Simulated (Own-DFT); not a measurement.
# One host, several defects: C40 NbSi2

Calculated, not measured: single-point runs of Own-DFT, a retired in-house plane-wave DFT program that no person has reviewed, on unrelaxed cells, without spin or spin-orbit coupling.

All runs used: PBE; PseudoDojo norm-conserving scalar-relativistic files; cutoff 42 hartree; 4 x 4 x 5 k mesh centred on Gamma; cold (Marzari-Vanderbilt) smearing of 0.2 eV.

Caveats: forces on such cells failed a check on a denser k mesh; stress not checked against mesh or cutoff.

All runs share one cell, with vectors in Å (0.000, 8.324, 0.000); (-9.613, 0.000, 0.000); (0.000, 0.000, 6.586) and a volume of 527.0 Å³. The atoms are randomly displaced, by u rms on each axis. The defect's site can differ from row to row.

```
                    cell   formula   u (Å)  P (GPa)
               no defect  Nb12Si24  0.0215     1.55
               no defect  Nb12Si24  0.0476     2.45
               no defect  Nb12Si24  0.0482     2.50
        two Nb vacancies  Nb10Si24  0.0295    -0.03
        two Nb vacancies  Nb10Si24  0.0302     0.10
        two Nb vacancies  Nb10Si24  0.0553     0.69
two Si on a Nb site each  Nb10Si26  0.0290     1.67
two Si on a Nb site each  Nb10Si26  0.0440     2.07
two Si on a Nb site each  Nb10Si26  0.0519     2.75
two Nb on a Si site each  Nb14Si22  0.0260     7.34
two Nb on a Si site each  Nb14Si22  0.0281     7.60
two Nb on a Si site each  Nb14Si22  0.0514     8.45
          one Si vacancy  Nb12Si23  0.0280        ?
          one Si vacancy  Nb12Si23  0.0318     1.12
          one Si vacancy  Nb12Si23  0.0464     1.84
          one Si vacancy  Nb12Si23  0.0492     1.71
```

## Working it out

P = P0 + c u² + a shift for each defect gives P0 = 1.40 GPa, c = 457 ± 47 GPa/Å² and a scatter of 0.15 GPa. The shifts, and each times the cell's volume:

- two Nb on a Si site each: 5.77 ± 0.13 GPa, 19.0 eV (9.5 eV for each of its 2 sites)
- two Si on a Nb site each: -0.07 ± 0.12 GPa, -0.2 eV (-0.1 eV for each of its 2 sites) (not resolved)
- one Si vacancy: -0.69 ± 0.12 GPa, -2.3 eV
- two Nb vacancies: -1.88 ± 0.12 GPa, -6.2 eV (-3.1 eV for each of its 2 sites)

A positive shift means that the defect pushes the cell outwards. Shift times volume (160.2 GPa Å³ is 1 eV) depends little on the cell's size, so, taken for each site, it can be compared between cells at like pressure. The atoms around the defects weren't relaxed, which would change these numbers.

## The run left out

Q: what pressure belongs in the blank (one Si vacancy, u = 0.0280 Å)?

The fitted form gives 1.07 ± 0.18 GPa. The run itself gave 1.09 GPa.
